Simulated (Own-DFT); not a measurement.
# Computed records: GaN (wurtzite, strained, atoms displaced)

A calculation, not a measurement: plane-wave PBE density functional theory by an unreviewed code, no spin, of a simulated periodic cell, stress positive in tension, free energy of the whole cell less one offset for each atom, forces on such cells passed a denser k mesh, this cell's mesh not checked; offsets are fitted by least squares, one for each functional and potential file, so energies compare only between cells with the same atoms and settings and are not formation energies; the far tail of each file's local potential was reset to the Coulomb form; each entry is a single point on an unrelaxed cell, so the pressure reflects the starting lattice, mostly measured values (interpolated for alloys), from which strain is counted, and rises with the displacements; printed positions are rounded, which can move forces by about a meV/angstrom; the program, named Own-DFT, is a retired in-house code; no spin-orbit coupling. Program: Own-DFT development build.

Settings shared by all entries: functional PBE; potential files PseudoDojo norm-conserving, scalar-relativistic, standard set with the stringent files for Ga; wave cutoff 96 hartree; occupations Gaussian; smearing width 0.01 eV; k mesh 3 x 4 x 3 centred on Gamma.

(1) GaN (wurtzite, strained, atoms displaced)

```
cell vectors (Å)
  12.7560     0.0000    -0.0638
  -4.7835     8.2853     0.0239
  -0.0518     0.0000    10.3700
atoms (fractions of the cell vectors)
Ga  0.08485  0.22910  0.00358
Ga  0.16661  0.11193  0.25407
N   0.08427  0.22162  0.19078
N   0.16648  0.10456  0.43811
Ga  0.08107  0.22541  0.49987
Ga  0.16685  0.10960  0.74578
N   0.08890  0.23528  0.68484
N   0.16608  0.10305  0.93754
Ga  0.08126  0.55046  0.01035
Ga  0.16815  0.44234  0.24669
N   0.07541  0.55591  0.18905
N   0.16908  0.43758  0.44011
Ga  0.07896  0.56105  0.49547
Ga  0.16634  0.44052  0.74435
N   0.08232  0.55757  0.68593
N   0.16950  0.44287  0.94892
Ga  0.08446  0.89029  0.99694
Ga  0.16795  0.77583  0.25225
N   0.07887  0.88553  0.17700
N   0.16688  0.78047  0.43756
Ga  0.08913  0.88828  0.50321
Ga  0.16909  0.77728  0.74832
N   0.08770  0.89793  0.68387
N   0.16669  0.77513  0.93669
Ga  0.33402  0.21942  0.00196
Ga  0.41781  0.11104  0.24520
N   0.32719  0.22227  0.18411
N   0.41924  0.10910  0.43764
Ga  0.33730  0.22989  0.49690
Ga  0.41452  0.10960  0.74482
N   0.32298  0.22320  0.68519
N   0.41392  0.12476  0.93283
Ga  0.33340  0.55023  0.00630
Ga  0.41932  0.44418  0.25439
N   0.33621  0.56152  0.18531
N   0.41094  0.43768  0.44164
Ga  0.33157  0.55568  0.49608
Ga  0.41186  0.44030  0.74436
N   0.32727  0.54662  0.67658
N   0.41142  0.44778  0.94160
Ga  0.33394  0.88837  0.99640
Ga  0.42099  0.78149  0.24954
N   0.34033  0.89368  0.18418
N   0.41557  0.77710  0.43731
Ga  0.33650  0.88296  0.50572
Ga  0.41786  0.77822  0.73741
N   0.33147  0.89947  0.69330
N   0.41824  0.77979  0.93811
Ga  0.58409  0.22588  0.99586
Ga  0.66952  0.11476  0.24699
N   0.58641  0.21717  0.19101
N   0.66594  0.10795  0.44215
Ga  0.58884  0.23513  0.50692
Ga  0.66006  0.11683  0.75958
N   0.58492  0.22675  0.68271
N   0.66824  0.10446  0.93971
Ga  0.58176  0.55929  0.00177
Ga  0.66241  0.43850  0.25027
N   0.57967  0.55746  0.18778
N   0.66554  0.44784  0.43512
Ga  0.58085  0.55421  0.50098
Ga  0.66611  0.44459  0.75519
N   0.57445  0.54562  0.69642
N   0.67033  0.45221  0.92747
Ga  0.58298  0.88777  0.00033
Ga  0.66582  0.78111  0.24537
N   0.58568  0.88721  0.18431
N   0.66389  0.77583  0.43253
Ga  0.57919  0.88458  0.50530
Ga  0.67361  0.78201  0.75543
N   0.58801  0.89767  0.69563
N   0.66325  0.77392  0.92923
Ga  0.83563  0.22575  0.99739
Ga  0.92022  0.11788  0.25174
N   0.83771  0.22387  0.18908
N   0.90571  0.10679  0.44685
Ga  0.83832  0.23101  0.50003
Ga  0.91362  0.11190  0.74815
N   0.83333  0.23314  0.69517
N   0.91909  0.11320  0.94213
Ga  0.82936  0.55086  0.00356
Ga  0.91589  0.44042  0.24723
N   0.82649  0.54978  0.18821
N   0.91731  0.44767  0.44431
Ga  0.83538  0.55055  0.50053
Ga  0.91195  0.44672  0.75500
N   0.83327  0.55689  0.69299
N   0.92071  0.44794  0.93619
Ga  0.82729  0.88621  0.00938
Ga  0.91690  0.77517  0.25203
N   0.83881  0.89755  0.18199
N   0.90684  0.77349  0.43517
Ga  0.83008  0.89504  0.51026
Ga  0.91316  0.78759  0.75522
N   0.82910  0.89270  0.68382
N   0.92585  0.77997  0.95075
```

| Quantity | Value |
| --- | --- |
| free energy of cell above offsets | -4.933 eV |
| pressure | 6.93 GPa |
| stress xx | -5.06 GPa |
| stress yy | -6.96 GPa |
| stress zz | -8.76 GPa |
| stress yz | -0.08 GPa |
| stress xz | -0.53 GPa |
| stress xy | -0.53 GPa |

Force:
```csv
element,x (eV/Å),y (eV/Å),z (eV/Å)
Ga,0.939,-1.833,-0.523
Ga,0.014,-1.183,-0.648
N,-0.273,0.256,0.176
N,-0.646,0.876,0.195
Ga,0.58,-1.35,-0.131
Ga,-1.158,0.514,1.196
N,-0.71,-3.034,0.267
N,-0.635,1.729,-0.432
Ga,0.422,0.968,-2.235
Ga,-0.146,0.569,0.643
N,1.74,0,1.209
N,-1.78,1.232,-1.407
Ga,1.916,-0.425,1.008
Ga,-0.861,1.88,1.469
N,0.098,-0.087,0.023
N,-0.896,0.718,-1.46
Ga,1.476,0.059,0.006
Ga,-0.483,1.139,-1.117
N,0.93,0.258,2.718
N,1.052,-0.384,-0.02
Ga,-1.867,0.104,-0.847
Ga,-1.253,-0.438,0.739
N,-0.702,-1.716,0.981
N,0.204,-0.236,0.258
Ga,-2.065,1.068,-0.557
Ga,-0.419,0.176,0.911
N,1.343,0.259,1.182
N,-0.327,0.267,0.214
Ga,-0.061,-2.723,0.551
Ga,-0.74,2.308,0.406
N,2.4,0.114,-0.421
N,2.686,-1.485,-0.089
Ga,-0.608,1.423,-1.194
Ga,-1.02,-0.24,-0.606
N,-0.015,-0.438,1.969
N,0.568,2.039,-1.024
Ga,0.268,-0.322,-0.447
Ga,-0.56,0.064,1.442
N,0.281,1.682,1.483
N,1.687,-0.824,-0.983
Ga,-0.162,0.176,-0.34
Ga,-0.165,-0.003,-0.388
N,-0.846,-0.737,0.378
N,0.27,-0.354,0.145
Ga,-1.25,1.422,-0.797
Ga,-0.146,-0.566,1.899
N,1.482,-1.913,-1.249
N,-0.144,-0.402,-0.814
Ga,-0.066,-0.248,0.343
Ga,0.859,-1.006,1.303
N,-1.362,0.866,-1.449
N,-0.14,0.758,-0.478
Ga,0.211,-1.583,-2.464
Ga,1.548,-0.061,-1.562
N,-0.775,-0.195,2.277
N,-0.978,1.313,0.754
Ga,-0.307,-0.816,-0.879
Ga,-0.083,0.599,-0.088
N,1.017,-0.283,-0.024
N,0.284,-0.023,0.635
Ga,0.18,0.431,0.357
Ga,-0.143,0.303,-2.652
N,1.07,1.604,-1.393
N,-0.459,-0.754,3.56
Ga,-0.28,-0.596,-0.646
Ga,1.341,-0.026,0.763
N,-0.63,0.822,0.36
N,-0.312,0.01,1.129
Ga,1.022,0.94,-0.395
Ga,-1.776,-1.11,-1.807
N,-0.114,-0.825,-0.857
N,0.532,0.54,2.842
Ga,0.4,-0.137,0.057
Ga,0.139,-1.036,0.454
N,-0.706,-0.129,-0.398
N,1.797,1.047,-1.305
Ga,-1.518,-1.077,1.21
Ga,0.267,1.435,0.726
N,-0.073,-1.453,-0.669
N,-0.395,-0.548,-0.73
Ga,0.894,0.893,-0.563
Ga,-1.257,0.461,0.825
N,0.452,-0.01,0.378
N,0.114,-0.515,-1.848
Ga,-1.796,1.421,0.503
Ga,1.315,0.775,-0.577
N,-0.885,0.893,-0.642
N,-0.741,-0.363,1.365
Ga,1.197,0.416,-2.664
Ga,-0.297,0.314,-0.706
N,-0.63,-0.711,2.89
N,1.045,0.547,1.176
Ga,0.36,-1.635,-3.31
Ga,1.774,-0.838,0.238
N,0.802,0.095,2.271
N,-3.315,-1.117,-2.048
```

(2) GaN (wurtzite, strained, atoms displaced)

```
cell vectors (Å)
  12.7560     0.0000    -0.0638
  -4.7835     8.2853     0.0239
  -0.0518     0.0000    10.3700
atoms (fractions of the cell vectors)
Ga  0.08328  0.23170  0.00097
Ga  0.16833  0.11195  0.24862
N   0.07893  0.21805  0.18576
N   0.16819  0.12268  0.43498
Ga  0.08250  0.22726  0.50057
Ga  0.17314  0.11164  0.74832
N   0.08207  0.22301  0.68816
N   0.16953  0.10628  0.93863
Ga  0.08367  0.55952  0.00581
Ga  0.16695  0.44163  0.24271
N   0.08004  0.54964  0.18661
N   0.16927  0.45336  0.43604
Ga  0.08431  0.55496  0.49589
Ga  0.17128  0.44971  0.74908
N   0.08205  0.55472  0.68694
N   0.17217  0.44712  0.93433
Ga  0.08043  0.88241  0.00225
Ga  0.16932  0.77448  0.25344
N   0.08249  0.87817  0.19552
N   0.17388  0.77996  0.43423
Ga  0.08042  0.88726  0.49731
Ga  0.17242  0.78788  0.75245
N   0.09236  0.89503  0.69161
N   0.16902  0.77580  0.95354
Ga  0.33641  0.22454  0.99620
Ga  0.42404  0.11400  0.25012
N   0.34041  0.22703  0.19683
N   0.41823  0.11203  0.43987
Ga  0.32425  0.21402  0.49647
Ga  0.41607  0.11000  0.75207
N   0.33205  0.21449  0.68503
N   0.41617  0.10709  0.94157
Ga  0.32929  0.55590  0.00255
Ga  0.42296  0.46599  0.25374
N   0.33289  0.56052  0.18790
N   0.41735  0.44240  0.42778
Ga  0.33595  0.54885  0.49932
Ga  0.41105  0.44271  0.74888
N   0.34046  0.56127  0.69153
N   0.41902  0.44406  0.94176
Ga  0.33561  0.89716  0.99779
Ga  0.42443  0.78385  0.25326
N   0.33686  0.88962  0.18778
N   0.42199  0.78558  0.44658
Ga  0.33364  0.89105  0.49271
Ga  0.41667  0.78311  0.75140
N   0.33475  0.88735  0.69175
N   0.42035  0.78216  0.94286
Ga  0.57679  0.21636  0.00459
Ga  0.66651  0.10801  0.24857
N   0.57616  0.22669  0.18854
N   0.66353  0.10877  0.43590
Ga  0.57915  0.21579  0.49476
Ga  0.66116  0.11286  0.74780
N   0.58349  0.22022  0.69204
N   0.66578  0.10293  0.93310
Ga  0.59549  0.55748  0.99629
Ga  0.66516  0.44790  0.25164
N   0.58099  0.55124  0.18707
N   0.66852  0.45024  0.43476
Ga  0.58588  0.56303  0.49934
Ga  0.66895  0.44218  0.75010
N   0.58411  0.56680  0.68827
N   0.66864  0.44498  0.93845
Ga  0.58278  0.88673  0.00320
Ga  0.67049  0.77863  0.25174
N   0.58152  0.89481  0.19654
N   0.67144  0.77652  0.44185
Ga  0.58035  0.88136  0.49846
Ga  0.66622  0.78411  0.74924
N   0.59376  0.89836  0.68737
N   0.66817  0.78286  0.93582
Ga  0.83060  0.21630  0.00563
Ga  0.91983  0.11070  0.23795
N   0.83651  0.22189  0.17922
N   0.92313  0.11310  0.44128
Ga  0.83810  0.21666  0.50089
Ga  0.91695  0.11631  0.75042
N   0.84281  0.23199  0.69184
N   0.92526  0.12060  0.93785
Ga  0.83482  0.55324  0.99318
Ga  0.91419  0.44554  0.25712
N   0.83226  0.55726  0.18674
N   0.91162  0.44542  0.43483
Ga  0.83578  0.55618  0.50425
Ga  0.90871  0.43872  0.74643
N   0.83186  0.54624  0.69281
N   0.91971  0.45291  0.93830
Ga  0.83832  0.89089  0.99583
Ga  0.91899  0.78047  0.24927
N   0.83565  0.89181  0.18924
N   0.91655  0.77420  0.44546
Ga  0.83718  0.89394  0.49917
Ga  0.91835  0.78106  0.74797
N   0.83172  0.88273  0.69983
N   0.91454  0.77000  0.92720
```

| Property | Result |
| --- | --- |
| free energy of cell above offsets | -5.736 eV |
| pressure | 6.86 GPa |
| stress xx | -8 GPa |
| stress yy | -6.17 GPa |
| stress zz | -6.41 GPa |
| stress yz | 0.14 GPa |
| stress xz | -1.51 GPa |
| stress xy | -0.38 GPa |

Force:
```csv
element,x (eV/Å),y (eV/Å),z (eV/Å)
Ga,1.797,-0.594,-0.811
Ga,0.808,0.051,-0.581
N,1.472,0.697,0.032
N,-0.898,-1.758,0.169
Ga,0.971,0.749,0.338
Ga,-1.69,0.355,0.789
N,0.965,0.152,0.097
N,-0.859,0.306,0.22
Ga,0.171,-0.966,-1.187
Ga,-0.331,0.319,1.066
N,0.054,0.166,1.268
N,0.618,-0.987,-0.368
Ga,-0.482,0.416,0.854
Ga,-0.661,-0.258,-0.471
N,-0.01,0.707,0.048
N,-1.227,0.069,0.648
Ga,0.081,0.477,0.01
Ga,0.581,-0.068,-1.311
N,-0.519,1.304,-0.718
N,-1.677,-0.29,0.978
Ga,1.236,0.761,0.401
Ga,0.118,-1.997,0.597
N,-1.34,-0.786,-1.13
N,-0.397,0.692,-1.962
Ga,-0.359,-0.055,1.647
Ga,-2.395,-1.031,0.534
N,-1.107,0.113,-1.049
N,-0.96,-0.214,-0.214
Ga,1.906,1.155,-0.087
Ga,0.471,0.031,-0.199
N,0.231,1.314,-0.144
N,-0.372,1.212,-1.133
Ga,1.669,0.599,-0.501
Ga,0.23,-2.308,-2.156
N,-0.005,0.269,0.258
N,0.011,0.241,2.98
Ga,-0.641,0.978,0.19
Ga,1.844,-0.057,0.785
N,-1.159,-0.106,-0.933
N,-0.049,0.615,-0.586
Ga,0.625,-1.726,1.271
Ga,-2.05,-0.667,0.338
N,-0.078,0.056,0.492
N,-0.748,-1.799,-1.187
Ga,0.693,0.117,1.401
Ga,1.558,-0.169,0.348
N,-0.396,0.723,-0.825
N,-0.678,-0.489,-0.57
Ga,1.426,0.687,-0.72
Ga,-0.176,1.839,0.246
N,3.032,0.367,-0.245
N,1.135,0.101,0.313
Ga,0.697,1.5,0.876
Ga,2.081,-0.127,0.309
N,-1.226,0.659,-1.118
N,-0.579,1.02,1.232
Ga,-2.336,0.45,0.378
Ga,0.652,-0.069,-0.355
N,0.22,1.802,-0.334
N,0.036,-0.656,1.213
Ga,0.275,-1.61,0.565
Ga,-1.417,0.464,-0.189
N,0.415,-1.693,-0.016
N,0.526,-1.259,-0.359
Ga,0.303,0.026,-0.05
Ga,-0.351,-0.236,-0.283
N,2.037,-0.973,-1.354
N,-0.611,1.108,-0.917
Ga,1.263,1.447,0.76
Ga,0.557,-0.53,0.485
N,-1.761,-0.478,-0.508
N,0.553,-0.292,1.013
Ga,-0.077,1.005,-2.999
Ga,-1.028,0.146,1.666
N,-0.849,0.009,3.034
N,-1.034,-0.475,-1.451
Ga,-1.494,0.617,0.072
Ga,0.868,-0.716,0.313
N,-1.435,-2.259,-1.311
N,-1.171,-1.123,0.165
Ga,-0.214,0.129,1.12
Ga,0.052,-0.104,-2.164
N,-0.038,-0.045,-0.083
N,1.295,-0.576,1.388
Ga,-0.989,-0.65,-0.026
Ga,2.412,1.502,1.585
N,-1.094,1.782,-1.106
N,0.649,-1.601,-0.288
Ga,-0.26,-0.004,-0.382
Ga,-0.127,-0.901,0.502
N,0.055,-0.636,-0.564
N,-0.372,0.597,-0.833
Ga,0.21,-0.547,1.211
Ga,0.976,-0.613,-0.724
N,-0.15,1.575,-1.843
N,0.043,1.02,2.147
```
